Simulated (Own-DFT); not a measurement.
# Computed records: GaAs (zincblende with one plane slipped along a stacking-fault path, atoms displaced), SiC (4H silicon carbide, strained, atoms displaced), Si3N4 (beta silicon nitride, strained, atoms displaced)

Computed with Own-DFT development build. A calculation, not a measurement: plane-wave PBE density functional theory by an unreviewed code, no spin, of a simulated periodic cell, stress positive in tension, free energy of the whole cell less one offset for each atom, forces on such cells passed a denser k mesh, this cell's mesh not checked; offsets are fitted by least squares, one for each functional and potential file, so energies compare only between cells with the same atoms and settings and are not formation energies; the far tail of each file's local potential was reset to the Coulomb form; each entry is a single point on an unrelaxed cell, so the pressure reflects the starting lattice, mostly measured values (interpolated for alloys), from which strain is counted, and rises with the displacements; printed positions are rounded, which can move forces by about a meV/angstrom; the program, named Own-DFT, is a retired in-house code; no spin-orbit coupling.

Settings shared by all entries: functional PBE; potential files PseudoDojo norm-conserving, scalar-relativistic, standard set; wave cutoff 42 hartree; occupations Fermi-Dirac; smearing width 0.1 eV.

(1) 
```xyz
48
Lattice="5.6533 -5.6533 0.0000 0.0000 5.6533 -5.6533 12.1546 12.1546 9.6106" Properties=species:S:1:pos:R:3:force_x:R:1:force_y:R:1:force_z:R:1 formula=GaAs k_mesh=4_x_4_x_2_centred_on_Gamma free_energy_of_cell_above_offsets=-15.804 pressure=4.59 stress_xx=-5.46 stress_yy=-5.12 stress_zz=-3.19 stress_yz=0.69 stress_xz=0.2 stress_xy=-0.15
Ga    17.6813    12.1660     4.0105      1.502      0.447     -1.135
As     7.0496     1.4618    -4.2355     -0.324     -0.891      0.081
Ga     2.8231     2.7358    -0.0123     -0.245      0.985      0.081
As     4.2022     4.2248     1.3306      0.197      0.036      0.966
Ga     5.6418     2.8481     2.9062      0.158      0.094     -1.551
As     7.0473     4.1762     4.2897      0.189      0.087      0.975
Ga     6.6201     6.5434     3.9925     -0.655     -0.444     -1.162
As     7.9139     7.9181     5.3586      0.387      0.434      0.665
Ga     9.2512     9.3416     3.9823      0.785      0.408     -0.481
As    10.8052    10.7212     5.4173     -1.167      1.011     -1.682
Ga    11.9948     9.3554     6.7679        1.9     -0.627      0.658
As    13.5627    10.6318     8.1904     -0.386      0.721      0.516
Ga    17.7432     9.3396     6.7609       0.48      0.474       0.46
As     7.1987    -1.3691    -1.4714     -2.078     -1.412      1.254
Ga     2.7875     5.6354    -2.7743       1.06      1.119      -1.44
As     4.2033     7.1380    -1.4908      0.301     -0.922      1.164
Ga     5.7423     5.6024     0.0622     -0.716      0.614     -0.501
As     7.1215     7.0720     1.5087     -3.579      0.123      0.963
Ga     6.4413     9.3519     1.1260      2.547      0.125     -1.261
As     7.9035    10.7978     2.4844      0.264     -0.097      0.289
Ga     9.3630    12.3135     1.1962      -0.05      -0.68     -0.113
As    10.7485    13.6839     2.6146      0.045     -0.939      0.071
Ga    12.1743    12.2236     3.9709      0.687     -0.519     -0.042
As    13.6055    13.6048     5.4971     -0.212     -0.278     -0.884
Ga    15.0397    14.8998     3.9546     -0.554       0.78      0.555
As     4.2861     4.2402    -4.2038     -0.529     -0.141     -0.158
Ga     5.6971    -0.0371     0.0669      0.338      0.435     -0.628
As     7.2300     1.4378     1.3623     -2.403       -0.1      0.711
Ga     8.4066     0.0598     2.8205      1.314     -0.587      0.172
As     9.9143     1.5146     4.1889       0.05     -3.086      1.372
Ga     9.4324     3.6552     3.9592     -0.438      2.607     -0.656
As    10.7294     5.1616     5.4348       0.28     -0.045     -0.192
Ga    12.0778     6.5562     3.8389      1.504     -1.137      1.933
As    13.5253     7.9345     5.4481      0.101     -0.184     -0.814
Ga    15.0406     6.4854     6.7657     -0.984     -0.311     -0.418
As    16.3024     7.9009     8.1413      1.215      0.079      0.388
Ga     2.8023     0.0044    -2.7421      0.036     -0.829     -0.303
As     4.1843     1.4307    -1.3992      1.066     -0.995      0.235
Ga     5.6167     2.7726    -2.7960      0.171       0.45      0.005
As     7.0677     4.2440    -1.4425     -0.061     -0.108      0.173
Ga     8.4383     2.8277     0.0150       1.43      1.112     -0.612
As     9.9936     4.2780     1.5165     -3.212     -0.181      0.457
Ga     9.1892     6.5503     1.2292      3.951     -0.405     -1.646
As    10.7761     7.8536     2.5609     -1.546      1.855     -0.886
Ga    12.1679     9.2955     1.1294     -0.271      0.436      0.077
As    13.6507    10.6841     2.5095      -0.51      0.479      0.476
Ga    15.0629     9.3654     4.0229     -1.772     -0.586     -0.083
As    16.3973    10.7355     5.2876     -0.266      0.593       1.95
```

Units: free_energy_of_cell_above_offsets in eV; pressure, stress_xx, stress_yy, stress_zz, stress_yz, stress_xz, stress_xy in GPa; force_x, force_y, force_z in eV/Å.

(2) 
```xyz
72
Lattice="9.3495 0.0967 0.0315 -4.5910 7.8108 0.0494 0.0343 0.0818 9.9516" Properties=species:S:1:pos:R:3:force_x:R:1:force_y:R:1:force_z:R:1 formula=SiC hardware=one_NVIDIA_H100 k_mesh=4_x_4_x_3_centred_on_Gamma free_energy_of_cell_above_offsets=-5.186 pressure=9.77 stress_xx=-0.01 stress_yy=-15.88 stress_zz=-13.43 stress_yz=2.01 stress_xz=0.8 stress_xy=5.44 wall_time=336
Si     4.7557     7.8775     4.2015     -0.086       0.39     -2.878
Si     0.0837     1.7971     1.5143     -2.231     -1.176      0.735
C      0.0007     0.0157     0.8960      0.416     -0.712      0.422
C     -0.0542     1.7349     3.4142      2.396     -0.054       0.65
Si     7.8339     2.6568     4.0848     -0.732      1.922     -0.307
Si    -1.5139     4.4004     1.5660      0.057      -1.49      0.351
C     -1.5045     2.6543     0.9751     -0.086     -1.027     -1.455
C     -1.5167     4.3850     3.4424      0.285     -0.524      0.598
Si     6.2943     5.3456     4.1256      0.475     -1.076      0.203
Si    -3.0963     6.8740     1.6655      1.156      2.094     -3.282
C      6.3006     5.2440     0.9657     -0.724      1.709     -0.029
C     -2.9978     6.9433     3.4292     -1.152      0.751      2.548
Si    -1.5104     7.8335     4.0792      1.382      1.311     -0.405
Si     3.1253     1.7884     1.5658      1.726      1.107      0.702
C      3.0932     0.1193     0.9503      0.457     -3.477     -0.434
C      3.1505     1.8474     3.4466      -0.45      -0.16      0.764
Si     1.5124     2.7079     4.1123      1.531     -1.529     -0.487
Si     1.6656     4.3466     1.5977     -0.697       0.75      0.305
C      1.6013     2.5696     0.9545      0.387      2.143     -0.055
C      1.6499     4.4430     3.5304     -0.593     -0.563     -1.369
Si     0.0446     5.1818     4.0870      0.247      2.223      -1.25
Si     0.1234     6.9278     1.5970     -0.848      1.778     -0.175
C      0.0120     5.1579     0.9113      1.598      1.162      2.834
C      0.0912     7.0067     3.4967     -0.272     -0.418     -0.494
Si     6.1914     0.1164     4.0909      0.674     -0.902     -0.819
Si     6.2626     1.8625     1.6092     -0.089      0.289     -2.366
C      6.2461     0.1110     0.8814     -0.181     -0.626       1.92
C      6.3063     1.8923     3.4014     -1.167     -1.064      2.826
Si     4.7555     2.7698     4.0703     -1.159     -1.902      0.243
Si     4.7350     4.5358     1.6612     -0.068     -1.663     -1.079
C      4.7051     2.8070     0.9960     -0.346     -1.634     -0.945
C      4.7827     4.4530     3.4731     -0.688      1.555      1.354
Si     3.1860     5.3257     4.1339       0.18     -0.483     -1.539
Si     3.2390     7.0493     1.6362     -1.041      1.851     -3.096
C      3.1936     5.3580     1.0668     -0.383     -2.147     -2.086
C      3.2300     6.9831     3.3544     -0.427      1.715      5.218
Si     4.8145     7.8881     9.0569     -0.105      2.917      1.196
Si     4.7189     6.1925     6.5927      0.044      0.029     -0.743
C      4.7358     7.9506     6.0016      0.803      0.339       0.62
C      4.7748     6.2403     8.4095     -0.672     -2.163      0.675
Si     6.2360     5.3328     9.0362       2.35       1.03      0.782
Si     6.2981     3.6131     6.6432      -0.72     -0.464      -0.95
C      6.2628     5.3030     5.9976      0.857      1.641     -0.329
C      6.3249     3.6089     8.4809     -0.363     -0.207     -1.114
Si     7.8412     2.6901     8.9508      1.824      2.128      2.874
Si     7.8043     1.0617     6.5436     -0.711     -2.452      0.894
C     -1.5159     2.6673     5.9536     -0.384      0.584     -1.312
C      7.8882     1.0056     8.4161     -1.387     -1.731     -0.582
Si     1.5892     7.9091     9.0735      2.114      0.467     -0.443
Si     1.6311     6.1691     6.6105     -0.755     -0.886      1.026
C      1.5446     7.8304     6.0360      1.324      4.288     -1.334
C      1.6648     6.1457     8.5109     -0.578     -0.103     -0.526
Si     3.2376     5.2354     9.0641     -0.785      4.947      2.088
Si     3.1626     3.5880     6.5953     -2.023      1.797     -0.027
C      3.1290     5.4051     5.9343      1.508     -1.448      1.167
C      3.1580     3.6613     8.4520      0.345     -4.002     -0.948
Si     4.7635     2.8000     8.9647     -0.982     -1.107      2.764
Si     4.6379     1.0943     6.5384      0.499     -4.139       0.84
C      4.6069     2.7499     6.0425      3.204      1.605     -2.603
C      4.7122     1.0055     8.4150     -1.006      0.294     -0.339
Si     3.1103     0.1162     8.9951       1.09     -0.254      1.359
Si    -1.4223     6.1844     6.5738     -0.776     -1.129      -0.28
C      3.1300     0.1009     5.9143     -0.488      0.355     -0.111
C     -1.4377     6.1172     8.4228     -1.858      1.084      0.385
Si     0.0236     5.3156     9.1144      1.789     -1.213     -2.607
Si     0.0482     3.5837     6.4515     -0.081      0.208      2.629
C      0.1125     5.3422     5.8798     -0.988     -0.797      1.447
C      0.1163     3.5690     8.3715     -1.773     -0.061      0.201
Si     1.5812     2.6915     9.0610      0.395      1.863     -0.234
Si     1.5968     0.9351     6.5609     -0.726      0.528      0.321
C      1.5913     2.7415     6.0171      0.358     -1.234     -1.635
C      1.6172     1.0268     8.4869     -0.887     -2.834     -2.275
```

Units: free_energy_of_cell_above_offsets in eV; pressure, stress_xx, stress_yy, stress_zz, stress_yz, stress_xz, stress_xy in GPa; wall_time in s; force_x, force_y, force_z in eV/Å.

(3) 
```xyz
42
Lattice="7.6775 0.0912 0.0900 -3.7598 6.6426 -0.0858 0.1032 -0.0541 8.6690" Properties=species:S:1:pos:R:3:force_x:R:1:force_y:R:1:force_z:R:1 formula=Si3N4 k_mesh=3_x_3_x_3_centred_on_Gamma free_energy_of_cell_above_offsets=-3.222 pressure=4.66 stress_xx=-3.79 stress_yy=-1.1 stress_zz=-9.1 stress_yz=-1.82 stress_xz=4.21 stress_xy=5.54
Si    -1.5079     5.0407     0.6775     -3.095      2.871     -0.791
Si     0.2787     2.7629     0.7523      -1.76     -0.659     -1.193
Si     1.5165     5.5890     0.7259     -2.376     -1.026      0.567
Si     5.4195     1.6485     2.1856       5.06      -1.49      0.519
Si     3.8049     4.0049     2.2533     -1.388      -0.43     -3.126
Si     2.4478     1.1647     2.2018      3.268      -0.17     -0.164
N      2.4869     0.2946     0.7326     -0.456     -3.167      1.025
N      6.3290     2.0865     0.7774       0.27      -0.28      -0.54
N      2.8112     4.5555     0.7717      2.844     -2.131     -0.118
N      1.4793     6.5475     2.1328      0.418     -0.038      0.829
N     -2.3310     4.6235     2.0920      0.354      0.865      2.333
N      1.0912     2.1237     2.1596     -0.815      1.486     -0.322
N     -0.0281     4.4684     0.6833      6.081     -0.699      0.411
N      3.9647     2.2627     2.1250     -5.585      1.736      0.688
Si    -1.4688     5.0934     3.6527      0.504      1.166     -2.125
Si     0.3818     2.6361     3.6006     -3.802      3.235     -1.275
Si     1.5134     5.5997     3.5894      0.359     -1.803     -1.882
Si     5.5632     1.5466     5.1412      -0.57      1.264     -1.225
Si     3.6671     3.9825     5.0437      2.474     -0.288      1.358
Si     2.4885     1.2871     5.0552      1.838     -2.404      2.076
N      2.5224     0.3004     3.7090     -0.955     -2.111     -1.968
N      6.3720     2.1300     3.6368      0.165     -0.643      1.198
N      2.9610     4.4518     3.6175     -2.428      1.821      -0.09
N      1.5132     6.4790     4.9743      0.891      1.202      3.382
N     -2.3360     4.6393     5.0220      -1.48      -0.56      0.721
N      1.1334     2.2895     5.0284      0.612     -0.658      0.565
N      0.1664     4.5528     3.6144     -0.334     -3.024     -0.383
N      3.8896     2.2582     5.0995      1.522      0.131      0.147
Si    -1.5122     5.1632     6.4781     -0.402     -2.073      0.171
Si     0.3959     2.6681     6.4696     -2.826      2.205      2.685
Si     1.4685     5.4718     6.5044      1.557      1.374     -0.812
Si     5.5732     1.4623     7.9602     -0.203      3.125      3.071
Si     3.7684     3.8769     7.9437      -0.86      4.146      0.838
Si     2.5947     1.1537     8.0115     -1.259      0.454     -1.892
N      2.4453     0.1768     6.5180      0.168      3.421       0.15
N      6.4217     1.9794     6.6219      1.209      0.541     -2.716
N      2.8613     4.4164     6.4752      0.147      0.478      1.347
N      1.6061     6.4553     7.9688     -0.453     -1.029     -1.622
N     -2.2731     4.4777     7.9314      -0.84          1     -1.159
N      1.1323     2.1687     7.9532      0.869      0.058     -0.342
N      0.1030     4.5581     6.4704     -0.842     -3.827      0.147
N      3.8966     2.2696     8.0001      2.119     -4.069     -0.484
```

Units: free_energy_of_cell_above_offsets in eV; pressure, stress_xx, stress_yy, stress_zz, stress_yz, stress_xz, stress_xy in GPa; force_x, force_y, force_z in eV/Å.

(4) 
```xyz
72
Lattice="9.4119 -0.0953 -0.1342 -4.7885 8.0265 0.2246 -0.1461 0.1979 10.1218" Properties=species:S:1:pos:R:3:force_x:R:1:force_y:R:1:force_z:R:1 formula=SiC hardware=one_NVIDIA_H100 k_mesh=4_x_4_x_3_centred_on_Gamma free_energy_of_cell_above_offsets=-6.030 pressure=1.11 stress_xx=2.79 stress_yy=-5.33 stress_zz=-0.79 stress_yz=5.82 stress_xz=-5.07 stress_xy=-5.08 wall_time=348.9
Si    -0.0346     0.0809     4.0929       0.03     -0.792      0.113
Si    -0.0569     1.8804     1.5827      0.638     -2.075      0.747
C      4.5641     7.9284     0.9487      0.175      0.365      2.582
C     -0.0037     1.8771     3.5949     -2.995     -0.974     -2.228
Si    -1.6552     2.7744     4.1666      0.298      0.026       0.37
Si    -1.7017     4.5094     1.7195      1.956      0.366     -0.654
C     -1.5820     2.7347     1.0506      -1.38      0.212     -0.344
C     -1.6080     4.6505     3.5874     -2.956     -2.997     -0.417
Si    -3.2033     5.4391     4.2563     -0.866      0.461      0.706
Si    -3.2580     7.0936     1.6820     -0.184      1.371      0.429
C      6.1946     5.2347     0.9925     -0.858     -0.022     -1.196
C     -3.2302     7.1676     3.5667     -0.691      0.991       1.08
Si     3.0540     0.0805     4.0189      0.347     -0.543      0.521
Si     3.0649     1.7786     1.5190     -0.127     -0.428      0.004
C     -1.7027     7.9943     1.0829      0.476      0.352      0.425
C      3.0935     1.8190     3.4039      -1.08      0.616      0.635
Si     1.4542     2.7009     4.1116      2.404      1.184      1.542
Si     1.4590     4.4458     1.7776      0.375      0.427     -5.228
C      1.4898     2.6534     0.9718      0.421      1.121      0.019
C      1.3580     4.5179     3.4885      1.396     -0.484      3.969
Si    -0.1490     5.3772     4.1841       1.94      2.322      1.352
Si    -0.1063     7.1989     1.7125     -0.919      -0.88      0.448
C     -0.0701     5.4308     1.0233     -0.518      -1.38        2.4
C     -0.1058     7.2280     3.6419     -1.286      -1.08     -0.522
Si     6.1963     0.0188     3.9741      1.112      -1.03      1.197
Si     6.2269     1.7687     1.4994     -0.346      0.137      1.046
C      6.1999    -0.0122     0.8658      1.266      0.406      0.261
C      6.1761     1.7412     3.4975      1.176      2.125     -2.077
Si     4.6352     2.6669     4.0459      -0.45      0.668      0.796
Si     4.5690     4.4067     1.5640      0.753      0.887      1.621
C      4.6289     2.6776     1.0171      0.591     -1.211     -2.168
C      4.5991     4.5240     3.5561      0.161     -1.414     -0.691
Si     2.9904     5.3377     4.2059      0.226     -0.517     -0.092
Si     3.0072     7.0775     1.6552      0.332      0.249      0.776
C      3.0679     5.3184     1.0515     -0.968     -0.225     -0.868
C      3.0038     7.0671     3.6713     -0.208      2.171     -1.846
Si     9.2625     0.0854     9.0430      1.027     -0.677     -1.037
Si     4.5033     6.3121     6.6252      1.161     -0.441      1.385
C      4.5179     8.0458     6.1055      0.426      0.873     -0.718
C      4.4536     6.3070     8.5179      2.139      0.859      0.936
Si     6.1137     5.3886     9.1953     -0.601      1.678      -0.62
Si     6.0826     3.5554     6.5709      1.221      1.208      0.715
C     -3.2759     5.5457     6.2350     -0.763     -1.774     -1.655
C      6.0498     3.6322     8.5691      2.617      0.578     -1.807
Si     7.6375     2.7422     9.0992      1.196       0.11      0.259
Si     7.7384     0.9273     6.4473      0.529     -0.302      2.085
C      7.7201     2.6893     5.9405     -0.359      1.047     -0.287
C      7.7923     0.9813     8.5097     -2.941      0.035     -1.755
Si     6.0915     0.1809     9.1237      2.025     -2.003     -0.595
Si     1.3556     6.2426     6.6909      1.324      1.423      1.686
C      6.1996     0.0990     5.8648     -0.746     -1.764      0.959
C      1.3250     6.2507     8.7149      1.257      2.506     -1.673
Si     2.9823     5.4997     9.1727     -1.589     -0.389      1.771
Si     3.0611     3.6681     6.6697      -0.98     -1.526      0.734
C      3.0314     5.3892     6.1097     -1.621      0.292     -1.463
C      2.9410     3.7468     8.6171      1.009     -1.472     -1.156
Si     4.5787     2.8208     9.0504     -3.036     -0.155      3.004
Si     4.6636     0.9269     6.6395     -1.232     -0.483     -0.506
C      4.5779     2.6411     6.0085     -0.209      1.445     -0.665
C      4.5907     1.0431     8.5684     -0.283     -0.283     -1.637
Si    -1.7136     8.1152     9.3327     -1.658      2.511      1.047
Si    -1.7558     6.4215     6.7581       0.83     -1.541      1.181
C      2.9416     0.0982     5.9938      2.409      0.726     -1.277
C     -1.6930     6.4767     8.6708     -0.686     -3.288     -0.192
Si    -0.1649     5.4680     9.3624     -0.824     -0.311     -1.939
Si    -0.1753     3.6995     6.7364      1.051      -1.04     -0.451
C     -0.1758     5.4414     6.1237     -0.824      0.197     -1.153
C     -0.1436     3.6399     8.6017     -2.029      1.775      0.525
Si     1.3734     2.8436     9.1650      1.192     -0.173      1.164
Si     1.4857     0.9386     6.7025     -1.266      2.085      0.073
C      1.4991     2.7871     6.0552     -0.794      -0.32     -0.293
C      1.4302     1.0886     8.6272       0.79     -1.812     -1.354
```

Units: free_energy_of_cell_above_offsets in eV; pressure, stress_xx, stress_yy, stress_zz, stress_yz, stress_xz, stress_xy in GPa; wall_time in s; force_x, force_y, force_z in eV/Å.
